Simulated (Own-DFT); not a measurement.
# Biaxial strain at fixed height in wurtzite AlGaN with randomly placed atoms, 72 atoms (Al27Ga9N36)

The numbers are computed, not measured, by runs of the plane-wave DFT program Own-DFT (in-house, retired, unreviewed) at fixed positions, with no spin and no spin-orbit coupling.

Method: PBE; PseudoDojo norm-conserving scalar-relativistic files; cutoff 42 hartree; 4 x 4 x 3 k mesh centred on Gamma; Fermi-Dirac smearing of 0.1 eV.

Known weak points: forces on such cells passed a denser k mesh, each cell not checked; stress not checked against mesh or cutoff.

Unstrained cell vectors in Å: (9.394, 0.000, 0.000); (-4.697, 8.135, 0.000); (0.000, 0.000, 10.066). The unstrained cell has measured lattice constants (interpolated for alloys), not those of this functional. That, the random moves and any unrelaxed bonds set the pressure at no strain. Each run strains x and y alike by e, as a substrate would, and holds the height along z. Random moves of width 0.05 Å per axis were added to every atom. The random placing of the alloy's atoms differs from row to row. Stress is positive in tension.

```
e (%),u (Å),(s_xx + s_yy)/2 (GPa),s_zz (GPa)
-3.00,0.048,-24.76,-13.93
-2.75,0.046,-24.90,-10.91
-2.00,0.050,-18.52,-10.70
-1.25,0.053,?,?
-1.00,0.050,-12.79,-7.84
-0.50,0.047,-10.01,-6.26
0.75,0.051,-3.20,-4.79
1.25,0.052,0.77,-6.76
2.00,0.051,5.04,-6.83
2.75,0.052,6.17,-2.94
```

## What the rows give

With e as a fraction, the in-plane stress is -6.7 + 566 e - 2222 e² GPa (errors 17 and 1073, scatter 0.98), and s_zz is -7.5 + 146 e GPa (slope ± 28, scatter 1.64). At e = 0 the first slope is C11 + C12 and the second 2 C13, both with the ions held to the strained lattice and at the cell's own pressure. A free layer would change its height as e changes, and the in-plane slope would drop by 2 C13²/C33 to the biaxial modulus. At fixed height, a misfit of 1 % moves the in-plane stress by about 5.7 GPa and s_zz by 1.5 GPa.

## Withheld run

Asked: what are the two stresses at e = -1.25 %?

The fitted form gives -14.1 and -9.3 GPa. The run itself gave -14.29 and -10.07 GPa.
